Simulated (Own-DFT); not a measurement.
In3GaP4 (zincblende random alloy, strained, atoms displaced) (calculated)

All values are calculated (Own-DFT development build). A calculation, not a measurement: plane-wave PBE density functional theory by an unreviewed code, no spin, of a simulated periodic cell, stress positive in tension, free energy of the whole cell less one offset for each atom, forces on such cells passed a denser k mesh, this cell's mesh not checked; offsets are fitted by least squares, one for each functional and potential file, so energies compare only between cells with the same atoms and settings and are not formation energies; the far tail of each file's local potential was reset to the Coulomb form; each entry is a single point on an unrelaxed cell, so the pressure reflects the starting lattice, mostly measured values, from which strain is counted, and rises with the displacements; printed positions are rounded, which can move forces by about a meV/angstrom; the program is a retired in-house code; no spin-orbit coupling; before rounding, a Quantum ESPRESSO 7.3.1 run of the same cell and cutoff gave forces within 1 meV/angstrom rms on each cell, which checks the program and not the settings.

```xyz
64
Lattice="11.3066 0.0000 0.0000 0.0000 11.3066 0.0000 0.0000 0.0000 11.7278" Properties=species:S:1:pos:R:3:force_x:R:1:force_y:R:1:force_z:R:1 formula=In3GaP4 functional=PBE potential_files=PseudoDojo_norm-conserving,scalar-relativistic,standard_set wave_cutoff=42 occupations=Fermi-Dirac smearing_width=0.1 k_mesh=3_x_3_x_3_centred_on_Gamma free_energy_of_cell_above_offsets=-28.623 pressure=6.09 stress_xx=-6.74 stress_yy=-6.53 stress_zz=-5 stress_yz=0.11 stress_xz=-0.34 stress_xy=1.03
In    11.2999    11.2847    11.7011      0.311      0.756      0.348
In     0.1026     2.7618     2.9607     -0.343      0.387     -0.324
Ga     2.8736     0.0353     2.9643      -0.06     -0.441     -0.243
In     2.8490     2.8869    11.6411     -0.092     -0.445      1.208
P      1.5012     1.3581     1.4738      0.512     -0.314      0.215
P      1.4290     4.3489     4.3531      0.767     -0.138     -0.066
P      4.3125     1.4245     4.3703     -1.752      0.122     -0.736
P      4.2208     4.2452     1.4880     -0.325      0.771      0.272
In     0.0156     0.0548     5.9137     -0.202     -0.725     -0.501
In    11.2853     2.7282     8.8162      0.127      1.234     -0.846
In     2.8200    11.2364     8.7994      0.415      0.383      0.558
In     2.7564     2.7997     5.9126      0.102      0.207     -1.081
P      1.4014     1.3780     7.3933      0.417       0.01     -0.117
P      1.3251     4.1684    10.3067      0.322      0.612     -0.881
P      4.2542     1.3942    10.3526     -0.413     -0.004     -1.397
P      4.1791     4.1877     7.3300      1.179      0.444     -0.411
In     0.0746     5.7326    11.6976     -0.647     -0.655      0.564
Ga    11.2913     8.5270     2.8919      0.204     -0.603        0.3
Ga     2.8794     5.6333     2.9130     -0.075       0.63      0.231
In     2.8771     8.4822    11.6971     -0.272     -0.268      0.136
P      1.3988     7.0858     1.4603      0.784      0.331      1.759
P      1.3825     9.8742     4.3568     -0.337       1.03     -1.458
P      4.2509     7.1372     4.5372      0.766     -0.998      -2.71
P      4.2199     9.9049     1.4395      0.434     -0.116      2.003
In    11.2872     5.7552     5.8249      1.237     -1.013      1.364
In     0.0048     8.4921     8.8254      0.244     -0.213      -0.43
In     2.8183     5.5821     8.7895      -0.43      0.122      0.301
In     2.7699     8.5185     5.7612      0.165       0.42      1.262
P      1.4821     7.1133     7.3335     -0.376      -0.25      0.169
P      1.3898     9.8921    10.2851      0.378     -0.246      -0.17
P      4.2847     6.9722    10.2800     -0.617      1.676      -1.78
P      4.2636     9.8930     7.3533      0.319     -1.305      0.413
In     5.6373     0.0111    11.7206      1.061      -0.61      0.472
In     5.7196     2.8612     2.9093     -0.253      0.129      0.066
Ga     8.4729    11.2194     3.0016      0.405      0.446     -0.568
In     8.5896     2.7777    11.7183     -0.858      0.849      1.216
P      7.1108     1.4334     1.4965      0.897     -1.308      0.362
P      7.0206     4.3612     4.3898       1.35     -1.994      0.408
P      9.9046     1.3969     4.4167     -1.472      0.247     -0.157
P      9.9411     4.2491     1.4724      0.418     -0.144     -0.059
In     5.5463     0.0544     5.8687      1.375      -0.61      0.352
In     5.6316     2.7864     8.7858     -0.359      0.142      0.275
Ga     8.5064    11.2955     8.7880     -0.014      -0.33     -0.064
Ga     8.5001     2.8675     5.8254     -0.127     -0.004      0.325
P      7.0594     1.4096     7.3832      1.656     -0.269       -0.8
P      7.0614     4.1135    10.3086     -0.088      0.766     -0.073
P      9.9162     1.4983    10.2775     -0.706     -2.765     -0.837
P      9.9145     4.2903     7.3558      -0.17     -1.225     -1.236
In     5.6374     5.6921    11.6770      0.812     -1.466      0.959
Ga     5.6895     8.4190     2.9270      -0.39       0.47      0.143
In     8.5210     5.6326     2.9505     -0.028      0.184     -0.731
In     8.4530     8.4711    11.6222      1.215     -1.093      1.806
P      7.0126     7.0254     1.4669      0.359      0.957      0.698
P      7.1183     9.8961     4.4207     -1.107      0.184     -1.396
P      9.9109     6.9915     4.4373     -0.371      2.384     -1.735
P      9.9949     9.8660     1.4459     -1.495     -0.213      1.316
In     5.8106     5.7211     5.8765     -1.935     -0.226       0.71
Ga     5.6316     8.3777     8.7786      -0.24       0.63      0.384
In     8.4404     5.5792     8.7898     -0.251      0.323      0.622
In     8.4492     8.4768     5.8511      0.284     -0.479      0.056
P      7.0234     7.1156     7.3928      0.363       0.48       0.83
P      7.0968     9.7576    10.2632     -1.398      1.873     -2.331
P      9.9533     7.0296    10.2267     -0.888     -0.091     -0.103
P      9.9408     9.8028     7.2659     -0.792      1.361      1.138
```

Units: wave_cutoff in hartree; smearing_width, free_energy_of_cell_above_offsets in eV; pressure, stress_xx, stress_yy, stress_zz, stress_yz, stress_xz, stress_xy in GPa; force_x, force_y, force_z in eV/Å.
